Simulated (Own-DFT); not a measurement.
# Computed records: Al₁₆O₂₃ (corundum with two vacancies, atoms displaced), Al₃₁GaO₄₈ (corundum with substituted atoms, atoms displaced)

Computed with Own-DFT development build. A calculation, not a measurement: plane-wave PBE density functional theory by an unreviewed code, no spin, of a simulated periodic cell, stress positive in tension, free energy of the whole cell less one offset for each atom, defect cell not probed for a lower state with spin; oxygen file: force components 24 meV/angstrom off all-electron in one glass; forces on such cells passed a denser k mesh, this cell's mesh not checked; offsets are fitted by least squares, one for each functional and potential file, so energies compare only between cells with the same atoms and settings and are not formation energies; the far tail of each file's local potential was reset to the Coulomb form; each entry is a single point on an unrelaxed cell, so the pressure reflects the starting lattice, mostly measured values, from which strain is counted, and rises with the displacements; printed positions are rounded, which can move forces by about a meV/angstrom; the program is a retired in-house code; no spin-orbit coupling; before rounding, a Quantum ESPRESSO 7.3.1 run of the same cell and cutoff gave forces within 1 meV/angstrom rms on each cell, which checks the program and not the settings.

Settings shared by all entries: functional PBE; potential files PseudoDojo norm-conserving, scalar-relativistic, standard set; wave cutoff 72 hartree; occupations Fermi-Dirac; smearing width 0.1 eV; k mesh 3 x 3 x 3 centred on Gamma.

(1) 
```xyz
78
Lattice="5.4940 0.0000 8.6604 -2.7470 4.7579 8.6604 -2.7470 -4.7579 8.6604" Properties=species:S:1:pos:R:3:force_x:R:1:force_y:R:1:force_z:R:1 formula=Al16O23 free_energy_of_cell_above_offsets=-53.430 pressure=7.29 stress_xx=-7.91 stress_yy=-6.86 stress_zz=-7.11 stress_yz=-0.17 stress_xz=0.18 stress_xy=0.09
Al     0.0328    -0.0154     4.5502     -0.572      0.703      0.525
Al     0.0192     0.0287     8.4715     -1.125     -1.218     -1.301
Al    -0.0194     0.0487    11.0777     -0.434     -0.924       0.59
Al    -0.0067     0.0192     1.9084      0.113     -0.489      0.414
O     -0.1414     1.6447     7.5626      0.752     -0.111      0.728
O      1.4917    -0.7501     7.5689     -0.512      0.229      0.235
O      0.0758    -1.6644     5.4448       0.82      0.571     -1.049
O     -1.4215     0.7246     5.4018     -0.945     -0.097     -0.093
O      1.3393     0.9631     5.4143      1.023     -1.385      0.106
Al    -1.3648    -2.4383     8.8903      0.886      0.917      -0.63
Al    -1.3576    -2.3773    12.7334       0.07      0.473      0.661
Al    -1.3661    -2.4300    15.3944      0.238      0.694     -0.136
Al    -1.3664    -2.4142     6.2584     -0.012      0.843      1.261
O     -1.5172    -0.7173    11.9536      0.475      0.328     -0.836
O      0.1357    -3.0961    11.9414      -0.22     -0.451     -0.627
O     -2.6875    -3.3058    11.8778     -0.648     -0.115      0.036
O     -1.2716    -4.0420     9.7615      0.182      0.146     -0.354
O     -2.8733    -1.7145     9.7803      0.477      0.779     -0.308
O     -0.0162    -1.4643     9.7813     -0.247      0.021     -0.168
Al    -1.3635     2.4158     8.9405     -0.527     -1.106     -0.613
Al    -1.4233     2.4325    12.7363      0.853     -0.908     -0.127
Al    -1.3771     2.3505    15.3623     -0.842      0.087      1.421
Al    -1.3129     2.4150     6.2540      -1.27       -1.3      0.039
O     -1.4498     4.0443    11.8539     -1.647       -0.7      1.677
O      0.1138     1.6754    11.8847     -0.601      0.075      0.908
O     -2.7584     1.4925    11.9303     -0.034      0.095      -0.28
O     -1.2725     0.7254     9.7684     -0.466      0.183      0.024
O     -2.8263     3.1547     9.7578      -0.81     -0.796     -0.208
O     -0.0323     3.2970     9.7906      0.502      0.296     -0.627
Al    -2.7811     0.0383    13.2288      1.034     -0.925      0.348
Al    -2.7343    -0.0154    17.0660      0.552      0.913     -0.404
Al    -2.8124     0.0114    19.7347       2.38      0.797      -0.33
Al    -2.7798    -0.0326    10.5945       0.73      0.417      0.042
O     -1.2502    -0.7415    16.1758     -0.725     -0.152      0.859
O     -4.1084    -0.9717    16.2680     -0.584      0.965     -0.644
O     -2.6511    -1.6861    14.0699        0.4       1.17     -0.485
O     -4.2195     0.7442    14.0793     -0.341     -0.451      0.384
O     -1.3895     0.9279    14.0493      0.588      0.428      0.299
Al     2.7362     0.0137     8.8953     -0.045     -0.294      0.036
Al     2.7772    -0.0149    12.7718     -0.216        0.9      -0.46
Al     2.7046    -0.0246    15.3489      1.389      0.152      1.506
Al     2.7857    -0.0353     6.2297     -0.812      1.185      0.576
O      2.6254     1.6861    11.8859      0.265     -0.868      0.266
O      4.2074    -0.7211    11.9055      0.737     -0.337     -0.077
O      1.3630    -0.9302    11.9476      0.239       0.78     -0.421
O      2.8436    -1.6637     9.7340      0.447      0.294      0.229
O      1.1937     0.6984     9.7682      1.296      0.639     -0.176
O      4.1397     0.8892     9.7902     -0.934      0.504     -0.887
Al     1.4106    -2.3600    13.2129     -1.181     -0.487      0.647
Al     1.4111    -2.3468    17.1484     -0.802     -0.528      -1.41
Al     1.4000    -2.4123    19.7050      -0.74      0.355      1.381
Al     1.3812    -2.2991    10.6034     -0.529     -1.474     -0.271
O      1.1985    -0.7077    16.2760      1.509     -0.749     -0.454
O      2.8657    -3.1443    16.2278     -0.568      0.137      0.549
O     -0.0038    -3.3160    16.3063      0.136      0.341      -0.41
O      1.5121    -4.0520    14.0597     -0.252      0.301      0.428
O     -0.1183    -1.6621    14.0570      0.495       0.35      0.444
O      2.7586    -1.4827    14.0834     -0.002      0.309     -0.008
Al     1.3410     2.3765    13.2520      0.462     -0.122     -0.798
Al     1.3755     2.3566    17.1028      0.246      0.276     -0.367
Al     1.3528     2.3569    19.7567      0.158      0.459      -0.31
Al     1.3388     2.4032    10.5846      0.822     -0.023      0.481
O      1.1788     4.0207    16.2349      1.762     -0.355     -0.092
O      2.8669     1.6348    16.2328     -0.488      0.295      0.134
O      0.0091     1.3873    16.2806     -0.279      1.569     -0.936
O      1.4978     0.7012    14.0860     -0.253      0.508     -0.332
O     -0.1207     3.1370    14.0838     -0.374     -1.115     -0.517
O      2.7351     3.2724    14.0031      0.827      0.425      1.536
Al     0.0142     0.0003    17.5511     -0.852     -0.001      0.466
Al     0.0071    -0.0009    21.4270      -0.71     -0.329     -0.449
Al     0.0029    -0.0113    24.0419     -0.268     -0.501      0.398
Al    -0.0016     0.0473    14.9493     -0.615     -1.589     -0.737
O     -0.1208     1.6614    20.6138      0.441     -0.011     -0.602
O      1.5195    -0.6541    20.6296     -0.651      -1.31     -1.366
O     -1.3981    -0.9336    20.6142     -0.191       0.64     -0.781
O      0.1155    -1.6343    18.3961     -0.139      -0.34      0.548
O     -1.4897     0.7438    18.3725     -0.049     -0.055      0.579
O      1.3715     0.9214    18.4164      0.206      0.063      0.319
```

Units: free_energy_of_cell_above_offsets in eV; pressure, stress_xx, stress_yy, stress_zz, stress_yz, stress_xz, stress_xy in GPa; force_x, force_y, force_z in eV/Å.

(2) 
```xyz
80
Lattice="5.4940 0.0000 8.6604 -2.7470 4.7579 8.6604 -2.7470 -4.7579 8.6604" Properties=species:S:1:pos:R:3 formula=Al31GaO48
Al     0.0365     0.0044     4.5569
Al    -0.0619    -0.0474     8.3380
Al    -0.0563    -0.0220    11.0931
Al     0.0077    -0.0040     1.9050
O     -0.0661     1.6723     7.6285
O      1.4658    -0.6789     7.5854
O     -1.3775    -1.0225     7.5515
O      0.0883    -1.5837     5.4254
O     -1.4913     0.7259     5.3695
O      1.4069     0.8633     5.3802
Al    -1.3344    -2.4383     8.9106
Al    -1.3781    -2.3411    12.7409
Al    -1.2839    -2.3577    15.4884
Al    -1.3008    -2.3632     6.1974
O     -1.5820    -0.6234    11.8362
O      0.1806    -3.0462    11.9134
O     -2.6841    -3.2933    11.8004
O     -1.2787    -3.9756     9.7241
O     -2.8880    -1.7228     9.7423
O     -0.1096    -1.4947     9.7636
Al    -1.3555     2.3506     8.9174
Al    -1.3097     2.3606    12.6925
Al    -1.4238     2.4102    15.4294
Al    -1.3367     2.3193     6.2019
O     -1.4495     4.0244    11.8922
O      0.0792     1.6108    11.9168
O     -2.7436     1.4270    11.8999
O     -1.3349     0.7130     9.7047
O     -2.7760     2.9775     9.7541
O      0.0040     3.2237     9.7208
Al    -2.6307    -0.0368    13.1934
Al    -2.7613     0.0278    17.1004
Al    -2.7651    -0.0223    19.7807
Al    -2.7744     0.0500    10.6073
O     -2.7866     1.7566    16.2701
O     -1.1788    -0.8041    16.1829
O     -4.0353    -0.8183    16.1904
O     -2.7281    -1.5440    14.0862
O     -4.2393     0.8050    14.1339
O     -1.2924     0.9836    14.1630
Al     2.7517    -0.0235     8.8792
Al     2.7646     0.0164    12.7970
Al     2.7881     0.0462    15.4176
Al     2.6564     0.0280     6.2125
O      2.5647     1.6594    11.8790
O      4.2613    -0.6669    11.9490
O      1.4047    -1.0268    11.9857
O      2.8192    -1.6642     9.7523
O      1.2539     0.7493     9.8280
O      4.1086     0.9438     9.7308
Al     1.3485    -2.3310    13.2334
Al     1.4045    -2.2603    17.0073
Al     1.4062    -2.3247    19.7031
Al     1.4821    -2.3721    10.6739
O      1.2884    -0.7643    16.2582
O      2.9204    -3.0977    16.2322
O     -0.0774    -3.2407    16.2830
O      1.5115    -3.9699    14.2032
O     -0.1489    -1.6546    14.0603
O      2.7946    -1.4434    13.9556
Al     1.3924     2.4346    13.2909
Al     1.3839     2.3500    17.0249
Ga     1.3994     2.4001    19.7450
Al     1.3245     2.3822    10.5883
O      1.2774     4.0394    16.1935
O      2.8559     1.6047    16.1893
O     -0.0405     1.4269    16.2817
O      1.4595     0.7088    14.0186
O     -0.1092     3.1322    14.1205
O      2.6842     3.2750    14.0426
Al    -0.0075     0.0330    17.6643
Al    -0.0760    -0.0047    21.3492
Al     0.0220     0.0084    24.0104
Al    -0.0096     0.0263    14.9568
O     -0.0966     1.5637    20.6056
O      1.5296    -0.6375    20.5770
O     -1.3293    -0.8991    20.5845
O      0.1206    -1.7245    18.4536
O     -1.4862     0.7372    18.3356
O      1.3498     0.9248    18.4417
```

(3) 
```xyz
78
Lattice="5.4940 0.0000 8.6604 -2.7470 4.7579 8.6604 -2.7470 -4.7579 8.6604" Properties=species:S:1:pos:R:3 formula=Al16O23
Al     0.0605    -0.0157     4.5775
Al     0.0120     0.0307     8.3537
Al    -0.0461    -0.0405    11.0370
Al     0.0415     0.0008     1.9631
O     -0.1033     1.6503     7.6045
O      1.5519    -0.7257     7.5978
O     -1.4128    -0.8835     7.5798
O      0.1279    -1.6345     5.4120
O     -1.4646     0.6881     5.3765
O      1.3950     0.9212     5.4087
Al    -1.4100    -2.3495     8.9437
Al    -1.4111    -2.3488    12.7477
Al    -1.3910    -2.3887    15.3789
Al    -1.3431    -2.3677     6.2739
O     -1.5118    -0.7409    11.8741
O      0.1069    -3.0712    11.9148
O     -2.7797    -3.2773    11.9676
O     -1.2410    -4.0154     9.7052
O     -0.0507    -1.5144     9.8111
Al    -1.3714     2.3796     8.8983
Al    -1.3456     2.3897    12.8123
Al    -1.3617     2.4046    15.3925
Al    -1.3578     2.3183     6.2874
O     -1.4255     4.0177    11.9036
O      0.0637     1.6867    11.9337
O     -2.7526     1.4406    11.9084
O     -1.2585     0.7679     9.7602
O     -2.8902     3.0927     9.7258
O     -0.0364     3.2932     9.7779
Al    -2.7527     0.0059    13.2839
Al    -2.8136    -0.0066    17.0696
Al    -2.7441     0.0044    19.6881
Al    -2.8176     0.0186    10.6027
O     -2.8692     1.7109    16.2165
O     -1.2862    -0.7481    16.2655
O     -4.1136    -0.9194    16.2389
O     -2.6436    -1.6168    14.0643
O     -4.2443     0.7041    14.0807
O     -1.4086     0.8928    14.0525
Al     2.7115     0.0167     8.8902
Al     2.7534    -0.0059    12.7607
Al     2.7594     0.0008    15.4045
Al     2.7384     0.0666     6.2518
O      2.6612     1.6439    11.9486
O      4.2159    -0.7307    11.8557
O      1.3669    -0.9588    11.8790
O      2.8777    -1.6584     9.7446
O      1.2336     0.7666     9.7626
O      4.1017     0.9417     9.7302
Al     1.4009    -2.3785    13.1542
Al     1.3665    -2.4026    17.0666
Al     1.4036    -2.3912    19.7201
Al     1.3839    -2.3249    10.5715
O      1.2160    -0.8152    16.2210
O     -0.0099    -3.2932    16.2469
O      1.4787    -4.0186    14.1431
O     -0.1036    -1.6249    14.0839
O      2.7344    -1.4751    14.0785
Al     1.3595     2.4325    13.2070
Al     1.3369     2.3963    17.0700
Al     1.3834     2.4187    19.6924
Al     1.4330     2.3774    10.6012
O      1.2410     4.0486    16.1787
O      2.8797     1.6574    16.2491
O     -0.0433     1.4409    16.2772
O      1.4636     0.7319    14.0838
O     -0.1140     3.0696    14.0524
O      2.7554     3.2910    14.0485
Al     0.0194    -0.0312    17.5978
Al    -0.0271    -0.0051    21.4379
Al     0.0091    -0.0279    24.0865
Al    -0.0161    -0.0054    14.8881
O     -0.1463     1.6144    20.5303
O      1.4934    -0.7009    20.5444
O     -1.4051    -0.9373    20.5688
O      0.1256    -1.6335    18.4026
O     -1.4692     0.7102    18.4150
O      1.3711     0.9355    18.4308
```

Q: Estimate the stress zz of Al₃₁GaO₄₈ (corundum with substituted atoms, atoms displaced) (entry 2).
A: -9.42 GPa

Q: Al₃₁GaO₄₈ (corundum with substituted atoms, atoms displaced) (entry 2): stress yy?
A: -12.82 GPa

Q: What pressure does the calculation give for Al₁₆O₂₃ (corundum with two vacancies, atoms displaced) (entry 3)?
A: 6.81 GPa

Further results for Al₃₁GaO₄₈ (corundum with substituted atoms, atoms displaced) (entry 2):

```
free energy of cell above offsets : -52.660 eV
pressure                          : 11.15 GPa
stress xx                         : -11.21 GPa
stress yz                         : 0.35 GPa
stress xz                         : -0.54 GPa
stress xy                         : -0.2 GPa
```

Force:
```csv
element,x (eV/Å),y (eV/Å),z (eV/Å)
Al,-0.503,-0.077,-0.404
Al,0.378,0.349,1.907
Al,1.633,-0.086,-1.578
Al,-0.675,0.526,-0.853
O,-0.825,-0.4,-1.204
O,0.256,-0.482,-0.188
O,-0.318,2.325,-0.329
O,1.432,-0.38,-0.622
O,0.823,0.507,0.639
O,-1.65,2.011,-0.814
Al,-1.685,1.26,-0.92
Al,0.079,-0.454,-0.236
Al,-2.1,-0.394,-1.581
Al,-2.022,-0.15,0.882
O,2.138,-2.387,1.61
O,-1.416,-1.54,-0.022
O,0.173,0.373,1.895
O,0.857,-2.572,1.08
O,0.659,1.87,0.046
O,2.114,1.086,0.974
Al,0.687,-0.145,-0.935
Al,-1.236,0.191,1.34
Al,1.732,0.178,-0.617
Al,-0.434,1.735,0.678
O,-0.46,-0.334,0.222
O,0.382,0.557,-0.02
O,1.694,0.967,1.392
O,0.668,-0.175,-0.24
O,-0.866,2.419,-0.434
O,-0.052,1.874,0.579
Al,-2.589,2.541,1.439
Al,0.954,0.046,-0.705
Al,0.883,1.289,-1.058
Al,-0.309,-0.969,-1.327
O,-0.902,-1.877,0.508
O,-1.121,2.649,2.077
O,-1.289,-1.895,0.313
O,1.779,-2.203,-0.51
O,0.969,-1.748,-1.752
O,-1.733,-0.512,-1.939
Al,-0.086,1.501,0.742
Al,-0.821,0.243,-1.245
Al,-0.754,-2.588,-0.855
Al,2.699,-0.43,1.447
O,1.152,-0.085,0.995
O,0.431,0.161,-0.814
O,-0.656,2.307,-1.606
O,0.76,0.678,-0.996
O,-0.444,-1.65,-1.011
O,0.274,-1.504,-0.045
Al,0.958,-1.21,1.448
Al,0.426,-4.044,1.843
Al,-0.987,-0.876,-0.17
Al,-2.229,-0.421,-1.05
O,0.186,3.111,-1.663
O,-0.821,0.012,0.238
O,2.218,-1.6,0.427
O,-1.239,0.05,-1.808
O,-0.276,0.373,-0.117
O,0.054,-0.031,1.722
Al,-1.075,-1.864,-1.095
Al,-0.301,0.478,0.328
Ga,-0.456,0.139,1.144
Al,1.474,-1.118,0.231
O,-0.433,-0.838,1.149
O,0.431,1.537,0.563
O,0.902,0.515,-0.012
O,0.116,0.199,1.151
O,-0.1,-0.194,-0.866
O,2.273,0.969,1.223
Al,0.213,-1.466,-1.047
Al,2.788,0.201,2.271
Al,0.314,0.926,0.605
Al,0.769,-0.379,0.12
O,-0.807,1.335,-0.911
O,-1.291,-1.466,-0.081
O,-2.472,-0.601,-1.065
O,-0.542,2.264,-0.805
O,-0.752,-0.013,1.635
O,-0.001,-0.594,-1.31
```

Further results for Al₁₆O₂₃ (corundum with two vacancies, atoms displaced) (entry 3):

```
free energy of cell above offsets : -53.752 eV
stress xx                         : -6.48 GPa
stress yy                         : -7.01 GPa
stress zz                         : -6.93 GPa
stress yz                         : 0.74 GPa
stress xz                         : -0.42 GPa
stress xy                         : -0.31 GPa
```

Force:
```csv
element,x (eV/Å),y (eV/Å),z (eV/Å)
Al,-0.791,0.203,-0.406
Al,-0.478,-0.649,1.377
Al,-0.072,1.228,0.497
Al,-0.667,-0.043,-0.952
O,0.062,0.327,-1.014
O,-1.462,0.082,-0.13
O,1.084,-0.182,0.094
O,0.006,0.025,0.201
O,0.076,0.399,0.855
O,-0.577,0.272,0.106
Al,-1.592,0.309,-0.217
Al,1.015,0.299,-0.211
Al,0.767,1.126,0.379
Al,-0.995,-0.582,-0.139
O,0.031,-0.048,0.546
O,-0.496,-0.849,-0.038
O,0.562,-0.81,-0.649
O,-0.705,-0.452,0.776
O,0.553,1.198,-1.141
Al,-0.265,0.003,0.99
Al,-0.66,-0.891,-1.497
Al,0.258,-0.701,0.347
Al,-0.497,0.888,-1.103
O,-1.268,0.648,0.27
O,1.127,-1.136,-0.589
O,-0.043,0.938,0.382
O,-0.186,-0.788,-0.331
O,0.629,0.763,-0.039
O,0.406,0.111,-0.461
Al,-0.474,0.219,-1.461
Al,1.669,0.537,0.103
Al,0.791,0.329,0.292
Al,1.249,-0.611,-0.078
O,0,-0.51,0.421
O,-0.314,0.024,-0.3
O,-0.268,-0.695,-0.126
O,-0.11,-1.251,0.743
O,0.021,0.59,0.169
O,0.682,0.676,0.898
Al,0.755,0.083,0.528
Al,-0.275,-0.005,-0.148
Al,-1.417,-0.352,-0.165
Al,0.891,-1.028,0.105
O,-0.265,0.292,-0.708
O,0.506,0.431,0.723
O,0.403,1.147,0.261
O,-0.546,0.727,-0.478
O,0.429,-1.008,-0.569
O,0.377,-0.534,0.601
Al,-0.712,-0.289,1.256
Al,1.602,-0.362,-0.104
Al,-0.297,0.713,-0.032
Al,-0.117,-1.633,-0.081
O,0.72,1.63,-0.076
O,-0.641,-0.17,-0.138
O,0.329,0.4,-1.381
O,-0.314,-0.776,-0.652
O,0.443,0.077,-0.141
Al,0.192,-1.281,0.202
Al,0.311,-0.166,-0.148
Al,0.005,-1.201,0.64
Al,-1.348,0.173,0.14
O,0.029,-0.83,1.008
O,-0.382,-0.191,-0.312
O,0.472,0.166,-0.492
O,0.522,0.153,-0.084
O,-0.33,1.16,1.183
O,0.197,-0.145,0.545
Al,-0.587,0.604,-0.699
Al,0.472,0.072,-0.438
Al,-0.17,1.291,-0.276
Al,-0.031,-0.057,0.703
O,0.56,0.395,0.393
O,-0.763,-0.624,0.547
O,0.672,0.467,0.208
O,0.14,-0.712,0.511
O,-0.391,0.398,-0.003
O,-0.507,-0.01,-0.995
```
